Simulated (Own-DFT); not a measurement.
Simulation results for Si47N64 (beta silicon nitride with one vacancy, atoms displaced)

Computed with Own-DFT development build. A calculation, not a measurement: plane-wave PBE density functional theory by an unreviewed code, no spin, of a simulated periodic cell, stress positive in tension, free energy of the whole cell less one offset for each atom, defect cell not probed for a lower state with spin; forces on such cells moved up to 12 meV/angstrom on a denser k mesh; offsets are fitted by least squares, one for each functional and potential file, so energies compare only between cells with the same atoms and settings and are not formation energies; the far tail of each file's local potential was reset to the Coulomb form; each entry is a single point on an unrelaxed cell, so the pressure reflects the starting lattice, mostly measured values (interpolated for alloys), from which strain is counted, and rises with the displacements; printed positions are rounded, which can move forces by about a meV/angstrom; the program, named Own-DFT, is a retired in-house code; no spin-orbit coupling; before rounding, a Quantum ESPRESSO 7.3.1 run of the same cell and cutoff gave forces within 1 meV/angstrom rms on each cell, which checks the program and not the settings.

Common to all runs: functional PBE; potential files PseudoDojo norm-conserving, scalar-relativistic, standard set; wave cutoff 42 hartree; occupations Fermi-Dirac; smearing width 0.1 eV; k mesh 2 x 2 x 4 centred on Gamma.

(1) 
```cif
# cell vector a (Å): 15.2120 0.0000 0.0000
# cell vector b (Å): -7.6060 13.1740 0.0000
# cell vector c (Å): 0.0000 0.0000 5.8180
data_Si47N64
_symmetry_space_group_name_H-M 'P 1'
_symmetry_Int_Tables_number 1
_cell_length_a 15.2120
_cell_length_b 15.2120
_cell_length_c 5.8180
_cell_angle_alpha 90.000
_cell_angle_beta 90.000
_cell_angle_gamma 120.000
_cell_volume 1165.94
loop_
_atom_site_label
_atom_site_type_symbol
_atom_site_fract_x
_atom_site_fract_y
_atom_site_fract_z
_atom_site_occupancy
Si1 Si 0.09098 0.38993 0.10844 1
Si2 Si 0.12088 0.20578 0.12865 1
Si3 Si 0.30114 0.41495 0.11922 1
Si4 Si 0.41278 0.11438 0.37049 1
Si5 Si 0.38457 0.29472 0.38719 1
Si6 Si 0.20072 0.08533 0.37599 1
N1 N 0.15905 0.00220 0.13814 1
N2 N 0.48720 0.14940 0.12472 1
N3 N 0.34683 0.33683 0.11222 1
N4 N 0.34031 0.48602 0.37372 1
N5 N 0.01580 0.34501 0.38132 1
N6 N 0.14409 0.16327 0.36640 1
N7 N 0.16972 0.34067 0.12537 1
N8 N 0.33476 0.16404 0.37319 1
Si7 Si 0.08426 0.38099 0.61248 1
Si8 Si 0.11748 0.19947 0.62332 1
Si9 Si 0.29575 0.41040 0.62489 1
Si10 Si 0.41015 0.11341 0.87114 1
Si11 Si 0.38148 0.29347 0.85746 1
Si12 Si 0.19355 0.08441 0.86686 1
N9 N 0.17487 0.02802 0.64010 1
N10 N 0.48177 0.15326 0.62621 1
N11 N 0.35140 0.33912 0.62688 1
N12 N 0.33152 0.48907 0.86843 1
N13 N 0.02098 0.35230 0.88859 1
N14 N 0.15571 0.16913 0.84380 1
N15 N 0.16632 0.32878 0.62344 1
N16 N 0.33403 0.16753 0.86545 1
Si13 Si 0.08784 0.88227 0.11217 1
Si14 Si 0.11341 0.69956 0.11887 1
Si15 Si 0.29626 0.91286 0.11994 1
Si16 Si 0.41404 0.60964 0.36024 1
Si17 Si 0.38168 0.79304 0.35978 1
Si18 Si 0.20741 0.59018 0.37879 1
N17 N 0.17022 0.51673 0.11860 1
N18 N 0.47509 0.64699 0.14017 1
N19 N 0.35030 0.83196 0.12142 1
N20 N 0.32441 0.97569 0.37214 1
N21 N 0.01683 0.84697 0.37375 1
N22 N 0.15221 0.66983 0.37963 1
N23 N 0.16276 0.82751 0.12891 1
N24 N 0.33990 0.67066 0.37492 1
Si19 Si 0.08372 0.87840 0.62647 1
Si20 Si 0.11593 0.70677 0.62901 1
Si21 Si 0.29594 0.91266 0.63312 1
Si22 Si 0.41814 0.61580 0.85012 1
Si23 Si 0.38785 0.80001 0.87322 1
Si24 Si 0.20402 0.58505 0.86920 1
N25 N 0.17290 0.51923 0.63396 1
N26 N 0.48875 0.65329 0.60340 1
N27 N 0.34664 0.83173 0.64087 1
N28 N 0.32811 0.97874 0.86145 1
N29 N 0.01542 0.85114 0.85015 1
N30 N 0.14879 0.66643 0.88664 1
N31 N 0.16873 0.83176 0.60980 1
N32 N 0.33684 0.66005 0.87888 1
Si25 Si 0.58778 0.38374 0.12128 1
Si26 Si 0.61712 0.20408 0.13207 1
Si27 Si 0.79505 0.40893 0.12334 1
Si28 Si 0.91113 0.12123 0.38096 1
Si29 Si 0.88328 0.29990 0.37951 1
Si30 Si 0.70546 0.09400 0.36002 1
N33 N 0.66932 0.01803 0.12020 1
N34 N 0.98311 0.14823 0.12319 1
N35 N 0.85199 0.33175 0.12008 1
N36 N 0.83083 0.48990 0.38505 1
N37 N 0.51629 0.34573 0.36573 1
N38 N 0.65174 0.16252 0.38142 1
N39 N 0.66831 0.33556 0.12140 1
N40 N 0.82768 0.16535 0.38059 1
Si31 Si 0.58745 0.38428 0.62583 1
Si32 Si 0.60748 0.19220 0.62422 1
Si33 Si 0.79392 0.40927 0.64019 1
Si34 Si 0.91418 0.11543 0.87535 1
Si35 Si 0.88627 0.30484 0.86578 1
Si36 Si 0.70718 0.08789 0.86430 1
N41 N 0.66434 0.01434 0.62155 1
N42 N 0.98492 0.15103 0.61595 1
N43 N 0.84669 0.33335 0.62626 1
N44 N 0.83676 0.48071 0.87614 1
N45 N 0.52189 0.35348 0.87821 1
N46 N 0.65330 0.16610 0.88010 1
N47 N 0.66502 0.33518 0.63209 1
N48 N 0.83116 0.16698 0.86205 1
Si37 Si 0.58802 0.88637 0.11633 1
Si38 Si 0.62073 0.70588 0.11951 1
Si39 Si 0.79628 0.90519 0.11865 1
Si40 Si 0.88767 0.80498 0.38347 1
Si41 Si 0.70296 0.58686 0.37867 1
N49 N 0.66918 0.51478 0.13120 1
N50 N 0.98617 0.65235 0.12207 1
N51 N 0.84566 0.83325 0.12716 1
N52 N 0.82705 0.98587 0.37607 1
N53 N 0.51997 0.85437 0.37831 1
N54 N 0.65199 0.66331 0.38072 1
N55 N 0.67079 0.83942 0.12527 1
N56 N 0.83314 0.67069 0.37982 1
Si42 Si 0.58383 0.87924 0.63133 1
Si43 Si 0.61368 0.70198 0.62662 1
Si44 Si 0.79930 0.91678 0.62927 1
Si45 Si 0.91505 0.61870 0.87021 1
Si46 Si 0.88080 0.79904 0.87193 1
Si47 Si 0.70371 0.59280 0.86452 1
N57 N 0.66051 0.51588 0.63618 1
N58 N 0.98812 0.65670 0.62102 1
N59 N 0.85283 0.83538 0.63267 1
N60 N 0.84129 0.98817 0.86860 1
N61 N 0.52290 0.85965 0.87116 1
N62 N 0.64870 0.66427 0.89242 1
N63 N 0.65680 0.82884 0.60347 1
N64 N 0.82895 0.66571 0.87439 1
_calc_free_energy_of_cell_above_offsets '5.312'  # eV
_calc_pressure 8.65  # GPa
_calc_stress_xx -9.16  # GPa
_calc_stress_yy -6.36  # GPa
_calc_stress_zz -10.42  # GPa
_calc_stress_yz -1.78  # GPa
_calc_stress_xz -0.13  # GPa
_calc_stress_xy 1.24  # GPa
```

Force:
```tsv
element	x (eV/Å)	y (eV/Å)	z (eV/Å)
Si	1.634	-0.003	5.009
Si	-3.017	1.796	-3.182
Si	-1.913	1.384	-0.055
Si	-0.157	-1.502	0.047
Si	-0.178	0.815	-3.378
Si	0.553	-0.041	-0.222
N	-0.18	7.223	-1.625
N	-1.069	-1.019	-0.368
N	3.153	-2.428	0.999
N	-0.52	-2.809	0.479
N	-2.055	0.075	-3.011
N	3.176	-1.596	0.866
N	1.126	-2.143	-0.051
N	-2.017	0.473	-0.352
Si	2.787	1.549	3.629
Si	-4.451	1.908	-3.688
Si	-1.732	1.903	-0.191
Si	-0.391	0.003	0.943
Si	1.362	1.763	3.799
Si	2.979	2.464	6.671
N	-0.227	-7.138	-6.82
N	0.413	-1.093	-0.826
N	1.502	-1.193	-1.382
N	1.294	-1.836	-0.45
N	-3.7	-1.521	-5.74
N	0.274	-0.537	7.079
N	-0.55	0.994	-0.206
N	-0.702	-1.592	0.83
Si	-0.704	-4.849	1.01
Si	-1.236	0.133	3.408
Si	-0.449	-2.739	0.029
Si	-3.963	0.714	5.531
Si	1.385	2.413	3.391
Si	-0.586	0.676	-0.629
N	-0.557	0.755	1.903
N	6.91	3.608	-9.349
N	-1.364	1.474	-0.677
N	1.16	3.661	0.438
N	-1.104	1.059	-0.808
N	1.447	-1.363	-0.39
N	0.804	2.021	-1.003
N	-0.521	-3.106	0.201
Si	3.029	1.655	-4.104
Si	0.408	-2.325	-0.356
Si	0.706	-3.388	-4.109
Si	-0.903	-0.149	2.837
Si	1.154	-2.397	0.395
Si	-0.029	3.109	2.426
N	-0.795	-3.378	-3.667
N	-0.801	-1.23	1.773
N	0.097	0.484	-3.141
N	0.434	4.25	4.345
N	-2.496	-0.691	5.418
N	3.032	-1.594	-3.374
N	-1.796	2.435	1.051
N	-1.893	3.493	-0.631
Si	0.786	1.636	0.753
Si	0.904	0.193	-1.252
Si	1.034	3.159	2.067
Si	0.242	-1.946	-1.784
Si	1.272	-1.266	-1.019
Si	1.093	-5.657	1.734
N	-0.308	-0.15	-0.579
N	1.369	0.869	0.519
N	-1.483	1.118	1.205
N	0.198	-2.576	-0.514
N	-1.113	-0.072	1.929
N	-3.932	2.329	-0.669
N	-0.176	-2.213	0.357
N	2.434	3.392	-0.289
Si	-0.153	0.764	-0.519
Si	1.625	2.943	1.734
Si	-0.7	2.288	-3.077
Si	-1.126	1.685	-0.783
Si	2.654	-2.916	1.671
Si	-1.517	-1.257	0.304
N	0.005	0.169	-0.784
N	0.854	0.267	1.853
N	0.27	0.391	-0.945
N	-0.087	1.659	0.964
N	-3.469	-1.926	-1.533
N	-1.405	0.18	-0.569
N	0.99	-2.752	-0.419
N	2.881	2.172	0.375
Si	0.688	1.477	3.055
Si	-3.234	0.419	4.621
Si	-2.534	5.953	1.181
Si	2.056	-2.999	-1.199
Si	2.181	-0.756	-0.182
N	-0.736	0.425	-1.239
N	-1.003	-0.382	-1.426
N	3.113	-1.234	-0.177
N	1.489	-0.336	-0.713
N	-2.41	-1.055	-1.899
N	-1.844	1.253	-0.617
N	-0.911	-3.078	-0.957
N	-0.847	0.756	0.071
Si	0.212	3.693	-3.388
Si	1.63	0.585	-0.748
Si	-1.755	-1.086	-2.124
Si	0.086	-1.372	0.174
Si	2.852	-1.842	1.784
Si	0.663	-3.092	3.08
N	-0.092	-0.294	-1.895
N	-0.83	-0.418	1.657
N	-3.134	2.026	-1.378
N	-0.215	-2.229	1.614
N	-3.236	-2.385	1.808
N	-0.588	0.413	-4.018
N	5.007	0.411	1.575
N	1.483	2.031	-0.115
```

(2) 
```cif
# cell vector a (Å): 15.2120 0.0000 0.0000
# cell vector b (Å): -7.6060 13.1740 0.0000
# cell vector c (Å): 0.0000 0.0000 5.8180
data_Si47N64
_symmetry_space_group_name_H-M 'P 1'
_symmetry_Int_Tables_number 1
_cell_length_a 15.2120
_cell_length_b 15.2120
_cell_length_c 5.8180
_cell_angle_alpha 90.000
_cell_angle_beta 90.000
_cell_angle_gamma 120.000
_cell_volume 1165.94
loop_
_atom_site_label
_atom_site_type_symbol
_atom_site_fract_x
_atom_site_fract_y
_atom_site_fract_z
_atom_site_occupancy
Si1 Si 0.08976 0.38906 0.12611 1
Si2 Si 0.10847 0.19933 0.12348 1
Si3 Si 0.41963 0.11333 0.37265 1
Si4 Si 0.37974 0.29626 0.38314 1
Si5 Si 0.20091 0.08760 0.37638 1
N1 N 0.17180 0.02487 0.11590 1
N2 N 0.49159 0.15066 0.12525 1
N3 N 0.35072 0.33525 0.12821 1
N4 N 0.33483 0.48255 0.37228 1
N5 N 0.01435 0.34838 0.36992 1
N6 N 0.15138 0.16814 0.38176 1
N7 N 0.16350 0.33336 0.13936 1
N8 N 0.33049 0.16268 0.36683 1
Si6 Si 0.08939 0.38641 0.62963 1
Si7 Si 0.11893 0.20619 0.63025 1
Si8 Si 0.29832 0.41336 0.63322 1
Si9 Si 0.41402 0.11867 0.88254 1
Si10 Si 0.38144 0.29490 0.86550 1
Si11 Si 0.19722 0.07994 0.87032 1
N9 N 0.16281 0.01134 0.62546 1
N10 N 0.48224 0.15228 0.63133 1
N11 N 0.35564 0.33554 0.63216 1
N12 N 0.33146 0.47703 0.87331 1
N13 N 0.00910 0.34121 0.86638 1
N14 N 0.14809 0.16220 0.87109 1
N15 N 0.16789 0.33288 0.61556 1
N16 N 0.33817 0.16334 0.87475 1
Si12 Si 0.08304 0.87893 0.13218 1
Si13 Si 0.11952 0.70124 0.12535 1
Si14 Si 0.30772 0.92227 0.11504 1
Si15 Si 0.41598 0.61481 0.38267 1
Si16 Si 0.38118 0.79235 0.38173 1
Si17 Si 0.20607 0.58744 0.36886 1
N17 N 0.16339 0.51769 0.12793 1
N18 N 0.48392 0.65409 0.13316 1
N19 N 0.35362 0.83688 0.11698 1
N20 N 0.33005 0.97544 0.37747 1
N21 N 0.01394 0.85077 0.37812 1
N22 N 0.15035 0.66234 0.37843 1
N23 N 0.16770 0.84326 0.13108 1
N24 N 0.33506 0.66656 0.37843 1
Si18 Si 0.08629 0.88032 0.63769 1
Si19 Si 0.11204 0.69254 0.62064 1
Si20 Si 0.30004 0.91305 0.63436 1
Si21 Si 0.41420 0.61809 0.87561 1
Si22 Si 0.38588 0.79750 0.87064 1
Si23 Si 0.20521 0.59293 0.89178 1
N25 N 0.16381 0.51904 0.61435 1
N26 N 0.48988 0.64877 0.61488 1
N27 N 0.35019 0.83043 0.60858 1
N28 N 0.32813 0.98354 0.88871 1
N29 N 0.01053 0.84500 0.88113 1
N30 N 0.15210 0.66852 0.87265 1
N31 N 0.17561 0.83396 0.61813 1
N32 N 0.33498 0.66615 0.86772 1
Si24 Si 0.59625 0.39132 0.13183 1
Si25 Si 0.61860 0.20199 0.13169 1
Si26 Si 0.79733 0.41637 0.12766 1
Si27 Si 0.90877 0.11932 0.37977 1
Si28 Si 0.87777 0.29382 0.37532 1
Si29 Si 0.70315 0.09009 0.37891 1
N33 N 0.66067 0.01838 0.11289 1
N34 N 0.98681 0.14831 0.12862 1
N35 N 0.85025 0.33376 0.11542 1
N36 N 0.83110 0.48731 0.38183 1
N37 N 0.51474 0.35065 0.37862 1
N38 N 0.65126 0.16945 0.38353 1
N39 N 0.66111 0.33209 0.14003 1
N40 N 0.83418 0.16489 0.37616 1
Si30 Si 0.58448 0.38225 0.61339 1
Si31 Si 0.61586 0.19756 0.62370 1
Si32 Si 0.80026 0.41557 0.61559 1
Si33 Si 0.91804 0.11681 0.88769 1
Si34 Si 0.88481 0.29598 0.88551 1
Si35 Si 0.70331 0.08423 0.85529 1
N41 N 0.67251 0.01865 0.62200 1
N42 N 0.98065 0.14160 0.63353 1
N43 N 0.84971 0.33310 0.61626 1
N44 N 0.82914 0.48107 0.88377 1
N45 N 0.51892 0.35139 0.87960 1
N46 N 0.64258 0.16614 0.87941 1
N47 N 0.66849 0.33686 0.62707 1
N48 N 0.83451 0.16682 0.87812 1
Si36 Si 0.58596 0.88368 0.13102 1
Si37 Si 0.61733 0.69683 0.11703 1
Si38 Si 0.78845 0.90904 0.11959 1
Si39 Si 0.91077 0.61622 0.38173 1
Si40 Si 0.88479 0.79785 0.37396 1
Si41 Si 0.69955 0.58600 0.37296 1
N49 N 0.66462 0.51398 0.12279 1
N50 N 0.98940 0.64601 0.11908 1
N51 N 0.84539 0.83459 0.12210 1
N52 N 0.83051 0.98196 0.38101 1
N53 N 0.51054 0.84910 0.37167 1
N54 N 0.64834 0.65813 0.37350 1
N55 N 0.66782 0.83295 0.12525 1
N56 N 0.83045 0.66502 0.36777 1
Si42 Si 0.58407 0.88313 0.61741 1
Si43 Si 0.62361 0.70630 0.63106 1
Si44 Si 0.80341 0.91846 0.62791 1
Si45 Si 0.91348 0.61453 0.88682 1
Si46 Si 0.88643 0.80167 0.87274 1
Si47 Si 0.70028 0.58994 0.88111 1
N57 N 0.66849 0.51481 0.62925 1
N58 N 0.98587 0.65453 0.60993 1
N59 N 0.84904 0.83412 0.61808 1
N60 N 0.83186 0.98651 0.88259 1
N61 N 0.51527 0.84617 0.88405 1
N62 N 0.64684 0.66265 0.87515 1
N63 N 0.66579 0.83624 0.61996 1
N64 N 0.83809 0.67261 0.88216 1
_calc_free_energy_of_cell_above_offsets '2.047'  # eV
_calc_pressure 7.28  # GPa
_calc_stress_xx -7.92  # GPa
_calc_stress_yy -4.25  # GPa
_calc_stress_zz -9.68  # GPa
_calc_stress_yz 0.48  # GPa
_calc_stress_xz 0.16  # GPa
_calc_stress_xy 0.63  # GPa
```

Force:
```tsv
element	x (eV/Å)	y (eV/Å)	z (eV/Å)
Si	0.053	-1.867	-0.47
Si	4.919	3.082	0.782
Si	-3.226	-0.535	0.595
Si	1.37	-0.17	-2.492
Si	0.238	-0.019	-0.598
N	-1.1	-4.824	3.351
N	-1.701	-1.452	0.61
N	0.463	-0.97	-0.773
N	-0.048	0.653	1.824
N	-0.796	-0.053	0.823
N	-0.182	-0.521	-0.822
N	-0.022	-1.176	-0.627
N	1.593	0.76	0.799
Si	-0.454	-0.225	-1.582
Si	-1.16	-1.601	-0.765
Si	0.882	-0.916	-2.761
Si	2.021	-1.075	-0.198
Si	2.368	0.12	4.74
Si	1.185	3.653	-1.081
N	-0.207	-0.288	-0.79
N	2.191	-0.321	-1.024
N	-2.636	0.741	-1.631
N	-0.036	4.183	1.244
N	2.651	2.464	1.201
N	-0.126	0.297	0.875
N	-1.131	0.697	0.708
N	-4.896	1.181	-0.538
Si	-0.353	3.054	-0.607
Si	-1.44	2.96	0.767
Si	-1.433	-5.831	5.183
Si	-1.269	-1.993	-1.446
Si	0.485	0.289	-4.127
Si	0.396	0.155	1.607
N	-0.245	0.077	-1.084
N	1.907	0.25	-1.728
N	-0.558	-0.214	0.562
N	1.295	4.345	0.422
N	0.144	-0.123	0.885
N	0.317	0.158	-1.686
N	3.676	-3.33	-0.498
N	0.155	-0.838	-0.357
Si	1.69	-0.23	-1.472
Si	-0.352	3.691	0.06
Si	0.398	-0.518	-0.914
Si	1.15	-3.152	-0.068
Si	0.002	-0.464	-0.129
Si	1.154	-1.649	-3.463
N	-0.054	-0.912	2.95
N	0.514	0.966	2.963
N	-1.529	1.833	4.771
N	1.208	3.887	-5.605
N	1.942	1.392	-0.091
N	0.488	-0.566	0.585
N	-3.716	-2.611	0.845
N	-1.148	0.75	0.502
Si	-4.393	-3.97	-1.055
Si	-1.25	2.072	-0.604
Si	-0.537	-2.632	0.931
Si	4.686	-2.918	0.609
Si	2.735	1.03	-1.21
Si	0.507	-0.915	-2.544
N	0.289	-0.724	1.823
N	-3.306	-1.652	1.617
N	-2.13	1.107	2.797
N	0.827	0.317	-1.907
N	-0.678	-0.202	-1.867
N	2.432	-1.724	-1.541
N	4.456	0.035	-0.107
N	-4.003	1.549	-0.254
Si	0.946	0.859	3.511
Si	-3.749	3.865	2.459
Si	-1.275	-2.176	2.787
Si	-2.221	-0.611	-1.602
Si	-0.586	-0.996	-3.36
Si	-0.482	3.129	4.676
N	-1.3	-2.948	-2.339
N	1.101	1.373	-1.169
N	-0.974	0.736	2.051
N	0.923	2.341	-2.197
N	-0.6	-0.235	-0.35
N	3.984	-1.97	-1.067
N	0.839	-1.833	-0.387
N	-0.356	-0.633	0.038
Si	0.655	0.328	-0.773
Si	-3.498	2.066	3.447
Si	2.922	2.481	1.723
Si	-0.234	0.542	-2.557
Si	-0.829	-0.8	-1.203
Si	2.554	-1.568	1.353
N	0.184	3.33	0.39
N	-1.019	-0.273	1.807
N	0.941	-0.168	0.071
N	0.029	2.128	-2.177
N	1.338	0.913	0.797
N	-2.191	2.228	0.04
N	-2.907	-2.733	-0.051
N	0.521	0.893	0.257
Si	0.513	-0.164	1.437
Si	-2.482	0.386	-2.822
Si	-1.648	-1.262	0.316
Si	-1.186	0.371	-2.078
Si	-1.654	-1.245	0.529
Si	3.64	-1.543	-1.691
N	-0.571	0.929	-0.333
N	0.227	-0.74	3.347
N	-0.33	0.329	1.288
N	0.387	-0.181	-0.375
N	-0.011	0.684	-2.278
N	0.78	-0.009	-0.612
N	1.885	-0.389	0.396
N	-0.929	-2.004	-0.214
```
